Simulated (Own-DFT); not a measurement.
# Biaxial strain at fixed height in wurtzite AlGaN with randomly placed atoms, 96 atoms (Al36Ga12N48)

The numbers are computed, not measured, by runs of the plane-wave DFT program Own-DFT (in-house, retired, unreviewed) at fixed positions, with no spin and no spin-orbit coupling.

Common settings: PBE; PseudoDojo norm-conserving scalar-relativistic files (stringent for Ga); cutoff 96 hartree; 3 x 4 x 3 k mesh centred on Gamma; Gaussian smearing of 0.01 eV.

Caveats: k mesh not checked against a denser one; stress not checked against mesh or cutoff.

Unstrained cell vectors in Å: (12.525, 0.000, 0.000); (-4.697, 8.135, 0.000); (0.000, 0.000, 10.066). The unstrained cell has measured lattice constants (interpolated for alloys), not those of this functional. That, the random moves and any unrelaxed bonds set the pressure at no strain. Each run strains x and y alike by e, as a substrate would, and holds the height along z. All atoms carry random offsets, Gaussian with a width of 0.05 Å per axis. The random placing of the alloy's atoms differs from row to row. Stress is positive in tension.

| e (%) | u (Å) | (s_xx + s_yy)/2 (GPa) | s_zz (GPa) |
|---|---|---|---|
| -3.00 | 0.048 | -26.78 | -10.53 |
| -1.75 | 0.047 | -17.61 | -8.26 |
| -1.50 | 0.050 | -14.93 | -9.42 |
| -1.00 | 0.047 | -12.33 | -7.29 |
| -0.75 | 0.052 | -10.61 | -8.25 |
| 1.25 | 0.054 | 0.33 | -5.20 |
| 1.50 | 0.051 | 1.33 | -3.53 |
| 2.00 | 0.049 | ? | ? |
| 2.50 | 0.050 | 5.74 | -1.72 |
| 3.00 | 0.048 | 8.78 | -3.71 |

## Worked fit

With e as a fraction, the in-plane stress is -6.2 + 578 e - 3233 e² GPa (errors 8 and 518, scatter 0.48), and s_zz is -6.5 + 137 e GPa (slope ± 16, scatter 0.97). At e = 0 the first slope is C11 + C12 and the second 2 C13, both with the ions held to the strained lattice and at the cell's own pressure. The term in e² is negative: the layer stiffens under compression and softens under tension. A free layer would change its height as e changes, and the in-plane slope would drop by 2 C13²/C33 to the biaxial modulus. At fixed height, a misfit of 1 % moves the in-plane stress by about 5.8 GPa and s_zz by 1.4 GPa.

## Check

Question: what are the two stresses at e = 2.00 %?

The fit gives 4.0 and -3.7 GPa. The calculation gave 4.12 and -2.35 GPa.
